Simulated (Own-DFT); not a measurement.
# Shaking the atoms of diamond germanium, 16 atoms (Ge16)

Calculated results; nothing here was measured. The program, named Own-DFT, is a retired in-house plane-wave density functional code that no person has reviewed. Each row is one single-point run on a periodic cell that was not relaxed, without spin or spin-orbit coupling.

Settings of every run: PBE; PseudoDojo norm-conserving scalar-relativistic files; cutoff 42 hartree; 5 x 5 x 5 k mesh centred on Gamma; Fermi-Dirac smearing of 0.1 eV.

Known limits: k mesh not checked against a denser one; stress not checked against mesh or cutoff.

Cell vectors in Å: (0.000, 5.658, 5.658); (5.658, 0.000, 5.658); (5.658, 5.658, 0.000). In each run every atom was moved at random and independently from its ideal site; u is the rms move along one axis. E is the free energy for each atom above the fitted value at u = 0, and F the rms of the force components.

```
run,u (Å),E (meV/atom),F (eV/Å),largest force (eV/Å),P (GPa)
1,0.0187,5.6,0.303,0.89,3.89
2,0.0212,7.6,0.362,1.14,3.93
3,0.0503,34.1,0.665,1.57,4.21
4,0.0570,58.6,0.868,2.69,4.63
5,0.0928,?,?,?,?
6,0.0980,157.0,1.445,3.68,5.74
7,0.1536,465.5,2.579,7.68,10.51
```

## Worked fit

For small independent moves the energy grows as E = (3/2) K u², with K the mean stiffness felt by one atom. The runs with u up to 0.11 Å give K = 10.7 ± 0.8 eV/Å², with residuals divided by u² + 0.0006 Å², since the noise grows with the moves. The scatter is 4.9 meV/atom at u = 0.05 Å. The forces follow F = G u with G = 15.3 eV/Å²; no force at u = 0 is resolved. G exceeds K because the moves of its neighbours add to the force on an atom, and stiffness differs between atoms. At u = 0.154 Å the parabola gives 380 meV/atom and the run 466. The pressure follows P = 3.83 + 200 u² GPa: at fixed volume, shortened bonds push harder than stretched ones pull.

## Withheld run

Question: what energy and rms force should run 5 give?

The fit gives 139 ± 18 meV/atom and about 1.42 eV/Å. The calculation gave 154.7 meV/atom and 1.523 eV/Å.
